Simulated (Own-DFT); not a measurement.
# PBE against PBEsol on the same cells

These are calculations, not measurements. They come from Own-DFT, an in-house plane-wave density functional program, since retired, whose code no person has reviewed. Each row is one single-point run on a periodic cell that was not relaxed, without spin or spin-orbit coupling.

Known limits, some of them of some rows only: a neutral cation vacancy leaves holes that likely carry spin, which these runs leave out; not probed for a lower state with spin; hafnium file: forces about 75 meV/angstrom off all-electron values; oxygen file: force components 24 meV/angstrom off all-electron in a glass; forces on such cells moved up to 12 meV/angstrom on a denser k mesh; forces not confirmed at this smearing and k mesh; forces on such cells passed a denser k mesh, each cell not checked; stress not checked against mesh or cutoff.

Each cell was run twice at the same cutoff, k mesh and smearing, with PBE and with PBEsol, on PseudoDojo norm-conserving files made for PBE. Atoms were moved at random from their sites; u is the rms move along one axis. Files made for PBEsol would give a somewhat different change.

```
                                                      cell  atoms  volume (Å³/atom)  u (Å)  cutoff (hartree)  P with PBE (GPa)  P with PBEsol (GPa)  change (GPa)
              hexagonal WC with one C on a W site (C33W31)     64             10.46  0.048                50              4.58                -3.35         -7.93
              hexagonal WC with one C on a W site (C33W31)     64             10.46  0.083                50             11.15                 3.19         -7.96
              hexagonal WC with one C on a W site (C33W31)     64             10.46  0.053                50              5.33                    ?             ?
             monoclinic HfO2 with one Hf vacancy (Hf31O64)     95             11.65  0.032                72              3.85                -2.47         -6.32
             monoclinic HfO2 with one Hf vacancy (Hf31O64)     95             11.65  0.030                72              3.95                -2.37         -6.32
             monoclinic HfO2 with one Hf vacancy (Hf31O64)     95             11.65  0.050                72              5.70                -0.64         -6.34
    wurtzite AlGaN with randomly placed atoms (Al9Ga27N36)     72             11.17  0.079                42             11.12                 6.17         -4.95
    wurtzite AlGaN with randomly placed atoms (Al9Ga27N36)     72             11.17  0.081                42             11.56                 6.63         -4.93
    wurtzite AlGaN with randomly placed atoms (Al9Ga27N36)     72             11.68  0.049                42             -0.64                -5.18         -4.55
zincblende AlGaAs with randomly placed atoms (Al8As32Ga24)     64             22.21  0.051                42              5.29                 2.40         -2.89
zincblende AlGaAs with randomly placed atoms (Al8As32Ga24)     64             23.71  0.054                42              0.52                -2.04         -2.55
zincblende AlGaAs with randomly placed atoms (Al8As32Ga24)     64             22.01  0.047                42              6.20                 3.26         -2.94
```

## Worked reading

Mean change of pressure by composition, in GPa: C33W31, -7.94; Hf31O64, -6.33; AlGa3N4, -4.81; AlAs4Ga3, -2.79. At a fixed cell PBEsol gives the lower pressure, because it favours a smaller volume than PBE. Here the change varies more between materials than between cells of one material.

## Withheld value

Question: what PBEsol pressure should the C33W31 cell with the blank give?

Adding the mean change of the cells with its composition, -7.94 GPa, to 5.33 gives -2.6 GPa. The calculation gave -2.60 GPa.
